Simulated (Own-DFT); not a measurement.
# What a change of functional does to the pressure

These are calculations, not measurements. The program, named Own-DFT, is a retired in-house plane-wave density functional code that no person has reviewed. Each row is one single-point run on a periodic cell that was not relaxed, without spin or spin-orbit coupling.

Known limits, some of them of some rows only: forces on such cells failed a check on a denser k mesh; forces on such cells moved up to 12 meV/angstrom on a denser k mesh; forces on such cells passed a denser k mesh, each cell not checked; stress not checked against mesh or cutoff.

Each cell was run twice at the same cutoff, k mesh and smearing, with PBE and with PBEsol, on PseudoDojo norm-conserving files made for PBE. Atoms were moved at random from their sites; u is the rms move along one axis. Files made for PBEsol would give a somewhat different change.

```
cell,atoms,volume (Å³/atom),u (Å),cutoff (hartree),P with PBE (GPa),P with PBEsol (GPa),change (GPa)
C11b WSi2 (Si20W10),30,13.00,0.052,50,15.26,10.97,-4.29
C11b WSi2 (Si20W10),30,13.44,0.054,50,5.96,1.88,-4.08
C11b WSi2 (Si20W10),30,13.54,0.054,50,5.82,1.78,-4.04
C40 NbSi2 with two Si on a Nb site each (Nb10Si26),36,14.64,0.029,42,1.47,-1.88,-3.35
C40 NbSi2 with two Si on a Nb site each (Nb10Si26),36,14.64,0.032,42,1.63,-1.73,-3.35
C40 NbSi2 with two Si on a Nb site each (Nb10Si26),36,14.64,0.031,42,1.71,?,?
D0_22 TiAl3 (Al30Ti10),40,15.63,0.166,42,11.26,9.36,-1.90
D0_22 TiAl3 (Al30Ti10),40,15.66,0.051,42,2.70,0.80,-1.90
D0_22 TiAl3 (Al30Ti10),40,15.63,0.147,42,8.72,6.81,-1.91
beta-Si3N4 (N64Si48),112,10.25,0.049,42,12.11,9.67,-2.44
beta-Si3N4 (N64Si48),112,10.41,0.020,42,5.58,3.17,-2.41
beta-Si3N4 (N24Si18),42,10.45,0.051,42,8.55,6.15,-2.40
```

## Worked reading

Mean change of pressure by composition, in GPa: Si2W, -4.14; Nb5Si13, -3.35; N4Si3, -2.42; Al3Ti, -1.90. At a fixed cell PBEsol gives the lower pressure, because it favours a smaller volume than PBE. Here the change varies more between materials than between cells of one material.

## Withheld value

Question: what PBEsol pressure should the Nb10Si26 cell with the blank give?

Adding the mean change of the cells with its composition, -3.35 GPa, to 1.71 gives -1.6 GPa. The calculation gave -1.64 GPa.
